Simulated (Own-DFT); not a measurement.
## Calculated data, GaN (wurtzite, strained, atoms displaced), SiC (4H silicon carbide, atoms displaced)

All values are calculated (Own-DFT development build). A calculation, not a measurement: plane-wave PBE density functional theory by an unreviewed code, no spin, of a simulated periodic cell, stress positive in tension, free energy of the whole cell less one offset for each atom, forces on such cells passed a denser k mesh, this cell's mesh not checked; offsets are fitted by least squares, one for each functional and potential file, so energies compare only between cells with the same atoms and settings and are not formation energies; the far tail of each file's local potential was reset to the Coulomb form; each entry is a single point on an unrelaxed cell, so the pressure reflects the starting lattice, mostly measured values (interpolated for alloys), from which strain is counted, and rises with the displacements; printed positions are rounded, which can move forces by about a meV/angstrom; the program, named Own-DFT, is a retired in-house code; no spin-orbit coupling.

Common to all runs: functional PBE.

```json
{"entry": 1, "formula": "GaN", "kind": "wurtzite, strained, atoms displaced", "structure": {"cell_angstrom": [[12.756, 0.0, 0.0], [-4.7835, 8.2853, 0.0], [0.0, 0.0, 10.3182]], "atoms_fractional": [["Ga", 0.0843, 0.21705, 0.99641], ["Ga", 0.16559, 0.10986, 0.24889], ["N", 0.0873, 0.23096, 0.19081], ["N", 0.16791, 0.11093, 0.44096], ["Ga", 0.08456, 0.21875, 0.50158], ["Ga", 0.16194, 0.10183, 0.74829], ["N", 0.09133, 0.22238, 0.69029], ["N", 0.16241, 0.10478, 0.94307], ["Ga", 0.08183, 0.55384, 0.00099], ["Ga", 0.16543, 0.44403, 0.24678], ["N", 0.08195, 0.55178, 0.19176], ["N", 0.16938, 0.44441, 0.44476], ["Ga", 0.07805, 0.54917, 0.49106], ["Ga", 0.16127, 0.4414, 0.75953], ["N", 0.0837, 0.55636, 0.68214], ["N", 0.16703, 0.44726, 0.94045], ["Ga", 0.08572, 0.88338, 0.99667], ["Ga", 0.16575, 0.77574, 0.25205], ["N", 0.07698, 0.88471, 0.18499], ["N", 0.16498, 0.78313, 0.43603], ["Ga", 0.08676, 0.89798, 0.49061], ["Ga", 0.16398, 0.7786, 0.74941], ["N", 0.07897, 0.88162, 0.68586], ["N", 0.16648, 0.77815, 0.94014], ["Ga", 0.32884, 0.21316, 0.00323], ["Ga", 0.41493, 0.12085, 0.24783], ["N", 0.33453, 0.22481, 0.18593], ["N", 0.4146, 0.11022, 0.44471], ["Ga", 0.34229, 0.23865, 0.50416], ["Ga", 0.41309, 0.11147, 0.74813], ["N", 0.33694, 0.22626, 0.68692], ["N", 0.41581, 0.11038, 0.94208], ["Ga", 0.3258, 0.5471, 0.00755], ["Ga", 0.41354, 0.44233, 0.24718], ["N", 0.32461, 0.55431, 0.1802], ["N", 0.41846, 0.44067, 0.43792], ["Ga", 0.33081, 0.55666, 0.50764], ["Ga", 0.41651, 0.43793, 0.75424], ["N", 0.33014, 0.54725, 0.69215], ["N", 0.42072, 0.4428, 0.94353], ["Ga", 0.33338, 0.88967, 0.00146], ["Ga", 0.41207, 0.784, 0.25422], ["N", 0.33843, 0.88589, 0.1886], ["N", 0.40957, 0.77055, 0.43083], ["Ga", 0.33859, 0.89374, 0.50968], ["Ga", 0.41389, 0.77656, 0.7509], ["N", 0.33469, 0.88873, 0.69413], ["N", 0.41499, 0.78202, 0.9275], ["Ga", 0.59352, 0.22434, 0.00172], ["Ga", 0.66468, 0.10869, 0.25393], ["N", 0.58387, 0.21045, 0.18201], ["N", 0.66067, 0.10456, 0.43977], ["Ga", 0.57523, 0.2186, 0.49776], ["Ga", 0.66681, 0.11132, 0.75707], ["N", 0.58451, 0.22279, 0.68466], ["N", 0.66487, 0.10843, 0.93451], ["Ga", 0.57948, 0.55738, 0.00668], ["Ga", 0.66636, 0.45258, 0.25125], ["N", 0.58744, 0.55952, 0.1846], ["N", 0.66745, 0.4422, 0.42895], ["Ga", 0.58498, 0.55813, 0.50111], ["Ga", 0.66497, 0.44777, 0.75388], ["N", 0.58684, 0.55684, 0.69015], ["N", 0.66718, 0.45517, 0.93354], ["Ga", 0.59019, 0.90173, 0.99794], ["Ga", 0.66541, 0.77316, 0.24342], ["N", 0.58366, 0.8904, 0.19156], ["N", 0.66659, 0.77384, 0.43681], ["Ga", 0.57899, 0.88733, 0.50196], ["Ga", 0.6698, 0.78128, 0.75333], ["N", 0.57535, 0.88238, 0.69297], ["N", 0.6719, 0.78702, 0.93774], ["Ga", 0.83743, 0.22519, 0.00144], ["Ga", 0.91122, 0.10052, 0.24985], ["N", 0.83254, 0.21411, 0.1796], ["N", 0.92257, 0.11933, 0.4358], ["Ga", 0.8357, 0.22346, 0.50311], ["Ga", 0.92144, 0.11131, 0.75064], ["N", 0.83329, 0.22667, 0.68872], ["N", 0.91975, 0.1133, 0.93727], ["Ga", 0.83937, 0.55682, 0.99718], ["Ga", 0.91871, 0.45012, 0.24907], ["N", 0.8367, 0.5566, 0.19386], ["N", 0.90958, 0.44452, 0.43498], ["Ga", 0.82521, 0.55337, 0.49818], ["Ga", 0.91664, 0.44936, 0.7588], ["N", 0.83321, 0.55556, 0.6847], ["N", 0.91251, 0.44432, 0.94209], ["Ga", 0.83447, 0.87752, 0.0011], ["Ga", 0.92222, 0.77932, 0.25157], ["N", 0.83323, 0.88146, 0.18471], ["N", 0.91743, 0.7813, 0.43777], ["Ga", 0.82203, 0.88441, 0.49976], ["Ga", 0.91335, 0.7718, 0.74696], ["N", 0.83452, 0.88225, 0.68836], ["N", 0.91298, 0.78327, 0.93637]]}, "settings": {"potential_files": "PseudoDojo norm-conserving, scalar-relativistic, standard set with the stringent files for Ga", "wave_cutoff [hartree]": 96.0, "occupations": "Gaussian", "smearing_width [eV]": 0.01, "k_mesh": "3 x 4 x 3 centred on Gamma"}, "results": {"free_energy_of_cell_above_offsets [eV]": "-5.529", "pressure [GPa]": 7.82, "stress_xx [GPa]": -6.66, "stress_yy [GPa]": -5.77, "stress_zz [GPa]": -11.02, "stress_yz [GPa]": 0.14, "stress_xz [GPa]": -0.37, "stress_xy [GPa]": 1.19, "force_element": ["Ga", "Ga", "N", "N", "Ga", "Ga", "N", "N", "Ga", "Ga", "N", "N", "Ga", "Ga", "N", "N", "Ga", "Ga", "N", "N", "Ga", "Ga", "N", "N", "Ga", "Ga", "N", "N", "Ga", "Ga", "N", "N", "Ga", "Ga", "N", "N", "Ga", "Ga", "N", "N", "Ga", "Ga", "N", "N", "Ga", "Ga", "N", "N", "Ga", "Ga", "N", "N", "Ga", "Ga", "N", "N", "Ga", "Ga", "N", "N", "Ga", "Ga", "N", "N", "Ga", "Ga", "N", "N", "Ga", "Ga", "N", "N", "Ga", "Ga", "N", "N", "Ga", "Ga", "N", "N", "Ga", "Ga", "N", "N", "Ga", "Ga", "N", "N", "Ga", "Ga", "N", "N", "Ga", "Ga", "N", "N"], "force_x [eV/angstrom]": [-0.866, -0.402, -0.089, 0.575, -0.045, 0.894, -1.354, 0.902, 0.13, -0.015, -0.16, -0.613, -0.047, 0.553, -0.262, -0.622, -1.677, 0.3, 1.964, 1.114, -0.393, 0.598, 0.168, 0.347, 0.454, 1.827, -0.788, -0.787, -0.593, 1.253, -0.791, 0.375, 1.385, -0.319, 1.636, -0.56, 0.503, -0.183, 0.005, -1.634, 0.808, 2.362, -3.081, 0.458, -1.021, 0.178, -0.97, 0.625, -1.991, 0.881, -1.357, 0.525, 1.785, -0.311, -0.378, 0.969, 0.923, 1.399, -1.142, -1.292, 0.174, 0.819, -0.994, 0.96, -0.757, -0.308, -0.074, -1.549, 0.178, -0.549, 1.428, -0.537, 0.015, 0.458, -0.435, -0.838, -0.81, -0.547, 0.694, -0.225, -2.474, -0.112, -0.889, 0.719, 1.289, 0.312, -0.241, 1.508, -2.068, -1.453, -0.113, -0.597, 2.388, 0.332, -1.058, 3.201], "force_y [eV/angstrom]": [0.6, 0.198, -2.038, 1.494, 0.68, 0.261, -0.066, 0.185, 0.29, 0.06, 0.751, -0.357, 0.803, 0.534, -0.314, -0.908, 0.222, 0.502, 0.964, -0.611, -1.702, -0.553, 0.725, -0.824, 0.842, -1.537, -0.226, 0.141, -2.66, 0.221, -0.974, 0.337, 1.565, 1.091, 0.559, 2.192, -0.313, 1.35, 0.464, -0.573, -0.137, -1.314, 1.565, 0.539, -0.984, -1.098, 0.077, -0.615, 0.627, 0.087, 1.709, 0.739, 0.702, -0.096, 0.058, 1.68, 0.634, -1.236, -1.015, -0.299, -0.584, -0.703, 0.199, -0.842, -2.481, 1.336, -0.793, 0.049, -0.513, -0.321, 0.861, -0.783, -1.098, 1.021, 0.689, -1.214, 0.042, -0.146, -0.484, -0.406, 0.917, -1.73, 0.068, -0.324, 0.73, -0.247, -0.568, -0.087, 2.118, -0.701, 0.188, -0.104, 1.153, 0.227, 1.222, -1.687], "force_z [eV/angstrom]": [1.074, 0.201, -0.712, -0.777, -0.108, 0.314, 0.043, -0.978, 0.373, 1.537, -0.646, -1.218, 0.731, -1.995, 1.12, 0.424, 0.43, -0.542, -0.037, 0.598, 1.351, -0.392, -0.096, -0.382, -1.189, 0.519, 0.705, -1.368, -0.266, 0.866, 0.694, -0.514, -3.147, 0.21, 3.05, -0.817, -0.489, 0.259, 0.376, -0.151, -0.41, -1.357, -0.395, 2.611, -1.24, -0.53, -0.501, 3.133, -1.011, -0.239, 1.45, 0.284, 0.335, -2.548, 0.826, 0.93, -2.086, -1.551, 1.254, 1.776, 0.087, -1.219, -0.42, 1.95, 0.7, 0.743, -0.608, -0.559, -0.058, -0.424, -0.865, 0.731, -0.98, -0.561, 2.119, 0.604, -0.597, -0.443, 0.779, 0.179, 1.121, 0.108, -1.422, 0.34, -0.028, -2.188, 0.632, -0.208, 0.103, 0.356, 0.83, 0.326, 0.104, 0.059, -0.338, -0.734]}}
{"entry": 2, "formula": "GaN", "kind": "wurtzite, strained, atoms displaced", "structure": {"cell_angstrom": [[12.756, 0.0, 0.0], [-4.7835, 8.2853, 0.0], [0.0, 0.0, 10.3182]], "atoms_fractional": [["Ga", 0.08726, 0.23017, 0.99613], ["Ga", 0.17635, 0.11959, 0.24879], ["N", 0.08567, 0.22797, 0.18536], ["N", 0.17059, 0.10992, 0.44621], ["Ga", 0.0793, 0.22186, 0.50638], ["Ga", 0.16556, 0.11622, 0.74843], ["N", 0.08401, 0.22041, 0.68115], ["N", 0.16855, 0.11583, 0.94], ["Ga", 0.07856, 0.56221, 0.00479], ["Ga", 0.16577, 0.4426, 0.24712], ["N", 0.08467, 0.55207, 0.18118], ["N", 0.16346, 0.44303, 0.43992], ["Ga", 0.08078, 0.56114, 0.50061], ["Ga", 0.16987, 0.44811, 0.74474], ["N", 0.07639, 0.55023, 0.68819], ["N", 0.16698, 0.43448, 0.94401], ["Ga", 0.08854, 0.88874, 0.00476], ["Ga", 0.16737, 0.77542, 0.25162], ["N", 0.09116, 0.90301, 0.18314], ["N", 0.16578, 0.77647, 0.43762], ["Ga", 0.08535, 0.87892, 0.50204], ["Ga", 0.1664, 0.77771, 0.75527], ["N", 0.08721, 0.90262, 0.68844], ["N", 0.16875, 0.77878, 0.94127], ["Ga", 0.33421, 0.22197, 0.99893], ["Ga", 0.42423, 0.10186, 0.25605], ["N", 0.33582, 0.22822, 0.18778], ["N", 0.41476, 0.11126, 0.43497], ["Ga", 0.33935, 0.23351, 0.50117], ["Ga", 0.41774, 0.11572, 0.74686], ["N", 0.32828, 0.22268, 0.68864], ["N", 0.42386, 0.11401, 0.93221], ["Ga", 0.33011, 0.5477, 0.00674], ["Ga", 0.4175, 0.44463, 0.24089], ["N", 0.32645, 0.55326, 0.17426], ["N", 0.40843, 0.43355, 0.43858], ["Ga", 0.34038, 0.56023, 0.4975], ["Ga", 0.41655, 0.44214, 0.74898], ["N", 0.32785, 0.55226, 0.67421], ["N", 0.41148, 0.43347, 0.94384], ["Ga", 0.33396, 0.89084, 0.99261], ["Ga", 0.42002, 0.7903, 0.24806], ["N", 0.33937, 0.88735, 0.19174], ["N", 0.4177, 0.77535, 0.44532], ["Ga", 0.33057, 0.88564, 0.49051], ["Ga", 0.42025, 0.77885, 0.75019], ["N", 0.33407, 0.89141, 0.68786], ["N", 0.41918, 0.78305, 0.94084], ["Ga", 0.5886, 0.22231, 0.99364], ["Ga", 0.66863, 0.1182, 0.24743], ["N", 0.58831, 0.21813, 0.18605], ["N", 0.66515, 0.11222, 0.44199], ["Ga", 0.58358, 0.22268, 0.5], ["Ga", 0.65958, 0.11046, 0.74402], ["N", 0.58062, 0.21911, 0.68848], ["N", 0.6707, 0.11949, 0.9411], ["Ga", 0.58078, 0.55387, 0.99547], ["Ga", 0.66714, 0.44126, 0.24387], ["N", 0.5687, 0.54319, 0.1922], ["N", 0.66642, 0.44726, 0.43836], ["Ga", 0.58376, 0.55445, 0.50105], ["Ga", 0.66977, 0.45525, 0.75377], ["N", 0.58629, 0.56472, 0.68997], ["N", 0.6658, 0.44593, 0.93163], ["Ga", 0.58191, 0.88711, 0.99689], ["Ga", 0.67596, 0.7886, 0.25575], ["N", 0.58499, 0.88836, 0.18916], ["N", 0.6735, 0.78248, 0.4357], ["Ga", 0.58641, 0.89471, 0.5013], ["Ga", 0.67302, 0.77746, 0.75605], ["N", 0.58223, 0.89508, 0.68618], ["N", 0.67396, 0.7806, 0.93576], ["Ga", 0.83218, 0.22303, 0.00176], ["Ga", 0.91238, 0.10793, 0.25096], ["N", 0.82881, 0.21988, 0.17986], ["N", 0.91525, 0.11017, 0.44282], ["Ga", 0.83926, 0.23295, 0.49986], ["Ga", 0.91086, 0.10995, 0.74722], ["N", 0.831, 0.2288, 0.69129], ["N", 0.91825, 0.11745, 0.95017], ["Ga", 0.83246, 0.5606, 0.99529], ["Ga", 0.91378, 0.44508, 0.24701], ["N", 0.83015, 0.54726, 0.19513], ["N", 0.91011, 0.4388, 0.43927], ["Ga", 0.82325, 0.54932, 0.49884], ["Ga", 0.92402, 0.44853, 0.75057], ["N", 0.83461, 0.54394, 0.68966], ["N", 0.91942, 0.453, 0.94027], ["Ga", 0.83291, 0.88547, 0.0048], ["Ga", 0.91009, 0.77254, 0.25465], ["N", 0.83203, 0.88582, 0.18456], ["N", 0.92137, 0.78179, 0.43647], ["Ga", 0.82898, 0.88658, 0.49985], ["Ga", 0.91162, 0.77191, 0.75441], ["N", 0.83829, 0.88472, 0.68769], ["N", 0.91641, 0.77609, 0.94334]]}, "settings": {"potential_files": "PseudoDojo norm-conserving, scalar-relativistic, standard set with the stringent files for Ga", "wave_cutoff [hartree]": 96.0, "occupations": "Gaussian", "smearing_width [eV]": 0.01, "k_mesh": "3 x 4 x 3 centred on Gamma"}, "results": {"free_energy_of_cell_above_offsets [eV]": "-3.889", "pressure [GPa]": 8.49, "stress_xx [GPa]": -7.68, "stress_yy [GPa]": -7.42, "stress_zz [GPa]": -10.38, "stress_yz [GPa]": 0.55, "stress_xz [GPa]": 0.1, "stress_xy [GPa]": -0.68, "force_element": ["Ga", "Ga", "N", "N", "Ga", "Ga", "N", "N", "Ga", "Ga", "N", "N", "Ga", "Ga", "N", "N", "Ga", "Ga", "N", "N", "Ga", "Ga", "N", "N", "Ga", "Ga", "N", "N", "Ga", "Ga", "N", "N", "Ga", "Ga", "N", "N", "Ga", "Ga", "N", "N", "Ga", "Ga", "N", "N", "Ga", "Ga", "N", "N", "Ga", "Ga", "N", "N", "Ga", "Ga", "N", "N", "Ga", "Ga", "N", "N", "Ga", "Ga", "N", "N", "Ga", "Ga", "N", "N", "Ga", "Ga", "N", "N", "Ga", "Ga", "N", "N", "Ga", "Ga", "N", "N", "Ga", "Ga", "N", "N", "Ga", "Ga", "N", "N", "Ga", "Ga", "N", "N", "Ga", "Ga", "N", "N"], "force_x [eV/angstrom]": [-0.132, -1.392, -0.302, -0.595, 1.388, 0.11, -1.399, 0.169, 1.685, 0.094, -1.176, -0.014, 0.73, -0.514, 2.01, -1.163, -1.067, -0.445, -0.14, 0.483, -1.415, -0.221, 0.141, -0.009, 0.331, -1.561, 1.532, 0.63, -0.783, -0.673, 1.459, -0.878, -0.022, -3.084, 0.932, 1.249, -1.301, -0.826, 1.311, 0.366, 0.541, 2.135, -2.418, 0.112, 0.545, -1.041, -0.148, 0.133, -1.173, 1.139, -1.673, 0.682, -0.439, 1.342, -0.606, 0.429, -0.239, -1.647, 4.464, -0.87, -0.926, 0.483, -0.134, 0.092, 0.708, -1.676, 0.298, -1.604, 0.036, -0.953, 1.464, -1.308, 0.468, 0.999, 0.785, -0.527, -0.472, 0.754, 0.492, 0.106, 0.353, 1.553, -0.586, 0.232, 1.826, -1.533, -1.442, -0.522, 0.516, 1.4, 0.462, -0.734, 1.954, 1.834, -1.437, 0.261], "force_y [eV/angstrom]": [-2.497, -0.098, -1.36, -0.112, -0.109, -0.112, 0.558, -0.934, -0.956, -0.019, 0.728, 0.717, -1.465, -0.845, 1.728, 3.501, 1.042, 0.345, -1.989, -0.492, 2.283, 0.595, -2.693, -0.059, -1.394, 1.67, -1.235, 0.035, -3.103, -0.595, 0.516, -0.17, 0.64, -0.882, 1.002, 3.371, -1.368, 0.276, 0.79, 2.238, 0.536, -2.702, 0.588, 1.081, 0.546, -0.428, -0.534, -1.322, 0.344, -1.431, 0.886, 0.482, -0.092, 0.679, 1.718, -1.613, -0.059, -0.223, 2.965, -0.936, 0.205, -1.396, -0.924, 0.142, 0.793, -1.65, 0.351, -0.998, -0.502, 1.21, -1.105, -0.56, 0.672, 1.094, 0.443, -0.139, -2.089, 0.453, -0.961, -1.192, -1.049, -0.847, 1.578, 2.106, 1.18, -1.334, 1.531, -0.72, 1.406, 0.778, 0.128, -0.94, 0.757, 0.283, 0.443, 0.821], "force_z [eV/angstrom]": [1.227, 1.186, 0.723, -0.988, -2.641, 0.705, 2.763, -0.548, -1.489, 0.812, 2.332, -0.37, -0.334, 0.869, -0.239, -2.398, -1.276, -1.064, 1.885, -0.444, 0.19, -1.188, 0.576, -0.209, 0.487, -1.622, -0.31, 1.269, 0.321, -0.274, 0.074, 0.955, -3.874, 1.723, 5.235, -1.202, -1.327, 0.299, 3.09, -1.648, 0.885, 0.701, -1.239, -1.688, 1.806, -0.408, -0.247, -0.724, 0.635, 0.838, -0.465, -0.83, 0.11, 1.194, -0.411, -1.335, 1.01, 0.659, -1.524, -0.587, -0.66, -1.812, -0.273, 1.955, 0.552, -1.43, -0.108, 1.09, -0.412, -1.495, 0.627, 1.121, -1.421, -0.381, 2.431, -0.661, 0.725, 0.929, -0.319, -1.843, 0.889, 0.424, -1.621, -0.931, 0.496, 1.115, -0.328, -0.172, -1.143, -0.939, 1.351, 0.906, 0.454, -0.519, 0.108, -0.363]}}
{"entry": 3, "formula": "SiC", "kind": "4H silicon carbide, atoms displaced", "structure": {"cell_angstrom": [[6.1654, 0.0, 0.0], [-3.0827, 5.3394, 0.0], [0.0, 0.0, 10.0681]], "atoms_fractional": [["Si", 0.98907, 0.00818, 0.3975], ["Si", 0.16011, 0.38474, 0.15738], ["C", 0.97687, 0.98423, 0.07477], ["C", 0.14303, 0.34354, 0.3495], ["Si", 0.97735, 0.49897, 0.38728], ["Si", 0.16123, 0.86997, 0.1499], ["C", 0.98295, 0.49073, 0.09778], ["C", 0.13772, 0.80657, 0.36814], ["Si", 0.49073, 0.97753, 0.41675], ["Si", 0.67928, 0.33242, 0.15634], ["C", 0.4795, 0.98869, 0.10241], ["C", 0.63238, 0.30399, 0.35675], ["Si", 0.5005, 0.4585, 0.40151], ["Si", 0.66222, 0.82028, 0.16844], ["C", 0.49835, 0.49713, 0.11637], ["C", 0.64538, 0.85219, 0.33342], ["Si", 0.00988, 0.04049, 0.88981], ["Si", 0.83786, 0.66064, 0.6615], ["C", 0.01933, 0.01189, 0.60302], ["C", 0.83183, 0.66382, 0.85075], ["Si", 0.01143, 0.48882, 0.89613], ["Si", 0.83851, 0.1939, 0.66447], ["C", 0.98437, 0.49354, 0.57927], ["C", 0.82271, 0.1517, 0.85471], ["Si", 0.5042, 0.99961, 0.91563], ["Si", 0.35924, 0.64899, 0.65627], ["C", 0.50521, 0.00468, 0.60341], ["C", 0.32842, 0.70115, 0.86186], ["Si", 0.52393, 0.5321, 0.90774], ["Si", 0.33323, 0.18553, 0.66464], ["C", 0.51282, 0.48423, 0.5842], ["C", 0.34713, 0.17476, 0.85581]]}, "settings": {"potential_files": "PseudoDojo norm-conserving, scalar-relativistic, standard set", "wave_cutoff [hartree]": 42.0, "occupations": "Fermi-Dirac", "smearing_width [eV]": 0.1, "hardware": "one NVIDIA H100", "k_mesh": "5 x 5 x 3 centred on Gamma"}, "results": {"free_energy_of_cell_above_offsets [eV]": "6.772", "pressure [GPa]": 11.05, "stress_xx [GPa]": -15.34, "stress_yy [GPa]": -12.19, "stress_zz [GPa]": -5.61, "stress_yz [GPa]": -0.73, "stress_xz [GPa]": 2.14, "stress_xy [GPa]": 2.64, "force_element": ["Si", "Si", "C", "C", "Si", "Si", "C", "C", "Si", "Si", "C", "C", "Si", "Si", "C", "C", "Si", "Si", "C", "C", "Si", "Si", "C", "C", "Si", "Si", "C", "C", "Si", "Si", "C", "C"], "force_x [eV/angstrom]": [-0.246, 6.266, -1.154, 3.504, -0.579, 0.249, -1.924, -0.504, -3.014, -4.17, 2.272, 6.146, -8.514, -0.616, -0.286, 4.535, 5.406, 0.495, -3.09, 1.943, -3.867, 0.795, 1.821, -3.006, -1.818, -3.832, 0.383, 3.775, -1.914, 2.635, -0.535, -1.155], "force_y [eV/angstrom]": [-0.664, -5.124, 2.256, -1.185, -3.95, -2.715, 4.357, 6.851, 0.764, -2.403, 1.299, -2.078, 5.673, 1.591, -0.12, -2.542, -5.513, 1.463, -0.716, 1.484, 1.063, -2.882, 1.116, 3.844, 3.196, 2.489, -1.218, -5.268, -2.507, -2.802, 1.887, 2.353], "force_z [eV/angstrom]": [2.372, 2.152, 2.167, -1.901, 4.377, 1.436, -3.213, -4.049, 1.546, 1.385, -0.837, -4.501, 1.39, -5.083, -2.798, 4.5, 3.419, -1.038, -0.683, -2.018, 2.94, -1.992, 2.633, -2.947, 1.935, -0.637, 0.232, -3.624, 2.758, 0.047, 1.57, -1.54], "wall_time [s]": 117.2}}
```
